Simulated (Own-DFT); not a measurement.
# Which defects push the lattice out? C11b WSi2

No measurement is shown. These are fixed-geometry runs of a retired plane-wave code named Own-DFT, which no person has reviewed; spin and spin-orbit coupling are neglected.

Settings: PBE; PseudoDojo norm-conserving scalar-relativistic files; cutoff 50 hartree; 5 x 5 x 5 k mesh centred on Gamma; cold (Marzari-Vanderbilt) smearing of 0.2 eV.

Limits: forces on such cells failed a check on a denser k mesh; stress not checked against mesh or cutoff.

All runs share one cell, with vectors in Å (-2.148, -5.953, 3.409); (-6.444, 2.976, 1.136); (-2.553, -2.948, -6.757) and a volume of 403.2 Å³. The atoms are randomly displaced, by u rms on each axis. The defect's site can differ from row to row.

```
              cell  formula   u (Å)  P (GPa)
         no defect  Si20W10  0.0180     4.42
         no defect  Si20W10  0.0469     6.03
         no defect  Si20W10  0.0545     6.55
     one W vacancy   Si20W9  0.0275     3.54
     one W vacancy   Si20W9  0.0503     4.43
     one W vacancy   Si20W9  0.0531     4.80
    one Si vacancy  Si19W10  0.0271     3.04
    one Si vacancy  Si19W10  0.0289     3.06
    one Si vacancy  Si19W10  0.0502     3.82
one W on a Si site  Si19W11  0.0280     9.65
one W on a Si site  Si19W11  0.0308     9.92
one W on a Si site  Si19W11  0.0495    11.22
one Si on a W site   Si21W9  0.0293     6.12
one Si on a W site   Si21W9  0.0299        ?
one Si on a W site   Si21W9  0.0466     7.37
one Si on a W site   Si21W9  0.0524     7.38
```

## Fit

P = P0 + c u² + a shift for each defect gives P0 = 4.39 GPa, c = 698 ± 63 GPa/Å² and a scatter of 0.22 GPa. The shifts, and each times the cell's volume:

- one W on a Si site: 4.91 ± 0.18 GPa, 12.3 eV
- one Si on a W site: 1.23 ± 0.18 GPa, 3.1 eV
- one W vacancy: -1.55 ± 0.18 GPa, -3.9 eV
- one Si vacancy: -2.03 ± 0.18 GPa, -5.1 eV

A positive shift means that the defect pushes the cell outwards. Shift times volume (160.2 GPa Å³ is 1 eV) depends little on the cell's size, so, taken for each site, it can be compared between cells at like pressure. The atoms around the defects weren't relaxed, which would change these numbers.

## Withheld run

The question: what pressure belongs in the blank (one Si on a W site, u = 0.0299 Å)?

Estimate: 6.24 ± 0.26 GPa. The run itself gave 5.66 GPa.
